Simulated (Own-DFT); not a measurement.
# Stretching a layer in its plane: wurtzite AlGaN with randomly placed atoms, 72 atoms (Al9Ga27N36)

Everything here is calculated. The program is Own-DFT (plane waves, in-house, since retired, never reviewed by a person); positions were held fixed, and spin and spin-orbit coupling were off.

All runs used: PBE; PseudoDojo norm-conserving scalar-relativistic files (stringent for Ga); cutoff 96 hartree; 4 x 4 x 3 k mesh centred on Gamma; Gaussian smearing of 0.01 eV.

Caveats: forces on such cells passed a denser k mesh, each cell not checked; stress not checked against mesh or cutoff.

Unstrained cell vectors in Å: (9.509, 0.000, 0.000); (-4.755, 8.235, 0.000); (0.000, 0.000, 10.268). The unstrained cell has measured lattice constants (interpolated for alloys), not those of this functional. That, the random moves and any unrelaxed bonds set the pressure at no strain. Each run strains x and y alike by e, as a substrate would, and holds the height along z. Each coordinate of each atom was shifted by a normal deviate of width 0.05 Å. The random placing of the alloy's atoms differs from row to row. Stress is positive in tension.

| e (%) | u (Å) | (s_xx + s_yy)/2 (GPa) | s_zz (GPa) |
|---|---|---|---|
| -2.75 | 0.051 | -25.78 | -10.32 |
| -2.50 | 0.051 | -23.80 | -9.69 |
| -1.75 | 0.053 | -17.95 | -9.89 |
| -0.75 | 0.047 | -10.47 | -8.72 |
| -0.50 | 0.046 | -9.69 | -8.04 |
| 0.25 | 0.049 | -6.47 | -6.56 |
| 1.00 | 0.053 | ? | ? |
| 1.50 | 0.046 | 1.39 | -6.36 |
| 2.25 | 0.050 | 3.99 | -5.47 |
| 3.00 | 0.049 | 7.12 | -3.63 |

## What the rows give

With e as a fraction, the in-plane stress is -6.8 + 577 e - 3954 e² GPa (errors 11 and 651, scatter 0.61), and s_zz is -7.5 + 108 e GPa (slope ± 9, scatter 0.52). At e = 0 the first slope is C11 + C12 and the second 2 C13, both with the ions held to the strained lattice and at the cell's own pressure. The term in e² is negative: the layer stiffens under compression and softens under tension. A free layer would change its height as e changes, and the in-plane slope would drop by 2 C13²/C33 to the biaxial modulus. At fixed height, a misfit of 1 % moves the in-plane stress by about 5.8 GPa and s_zz by 1.1 GPa.

## Test on the hidden row

Q: what are the two stresses at e = 1.00 %?

The fit gives -1.4 and -6.4 GPa. The hidden result is -2.29 and -6.11 GPa.
